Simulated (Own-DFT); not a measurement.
# How strain changes the stress of wurtzite AlGaN with randomly placed atoms, 128 atoms (Al8Ga56N64)

These are calculations, not measurements. The program, named Own-DFT, is a retired in-house plane-wave density functional code that no person has reviewed. Each row is one single-point run on a periodic cell that was not relaxed, without spin or spin-orbit coupling.

Settings of every run: PBE; PseudoDojo norm-conserving scalar-relativistic files; cutoff 42 hartree; 3 x 3 x 3 k mesh centred on Gamma; Fermi-Dirac smearing of 0.05 eV.

Known limits: forces on such cells passed a denser k mesh, each cell not checked; stress not checked against mesh or cutoff.

Unstrained cell vectors in Å: (12.717, 0.000, 0.000); (-6.359, 11.014, 0.000); (0.000, 0.000, 10.319). The unstrained cell has measured lattice constants (interpolated for alloys), not those of this functional. That, the random moves and any unrelaxed bonds set the pressure at no strain. Each run strains this cell uniformly, with the atoms carried along. Every atom was also moved at random, by a Gaussian of width 0.05 Å on each axis. The random placing of the alloy's atoms differs from row to row. Strain is the symmetric tensor, in per cent. Stress is positive in tension, and the pressure is minus a third of its trace.

| run | e_xx (%) | e_yy (%) | e_zz (%) | s_xx (GPa) | s_yy (GPa) | s_zz (GPa) | P (GPa) | E (meV/atom) |
|---|---|---|---|---|---|---|---|---|
| 1 | -0.75 | -0.75 | 0.00 | -10.60 | -11.51 | -11.37 | 11.16 | 37.0 |
| 2 | -0.50 | -0.50 | 0.00 | -9.94 | -10.22 | -8.14 | 9.43 | 11.9 |
| 3 | 1.75 | 1.75 | 0.00 | 1.70 | 0.94 | -4.58 | 0.65 | 0.0 |
| 4 | -2.75 | -2.75 | 0.00 | -24.69 | -25.52 | -11.47 | 20.56 | 70.6 |
| 5 | 0.25 | 0.25 | 0.00 | -6.75 | -6.48 | -5.62 | 6.29 | 2.3 |
| 6 | -0.25 | -0.25 | 0.00 | -8.53 | -8.51 | -8.01 | 8.35 | 10.6 |
| 7 | 0.75 | 0.75 | 0.00 | -4.07 | -3.38 | -7.10 | 4.85 | 11.8 |
| 8 | 2.50 | 2.50 | 0.00 | 4.03 | 4.19 | -3.50 | -1.57 | 7.2 |
| 9 | 1.50 | 1.50 | 0.00 | ? | ? | ? | ? | ? |

E is the free energy for each atom above the lowest run shown.

## Worked fit

The change of volume is close to e_xx + e_yy + e_zz. A straight line through the runs shown gives P = 8.04 - 210 x (fractional change of volume) GPa, with an error of 9 on the slope and a scatter of 0.80 GPa. The strain isn't the same on all axes and the cell isn't cubic, so the slope belongs to this path and is not the bulk modulus.

## Withheld run

Question: what pressure should run 9 give? Its volume changes by 3.02 %.

The line gives 1.7 GPa. The calculation gave 1.73 GPa.
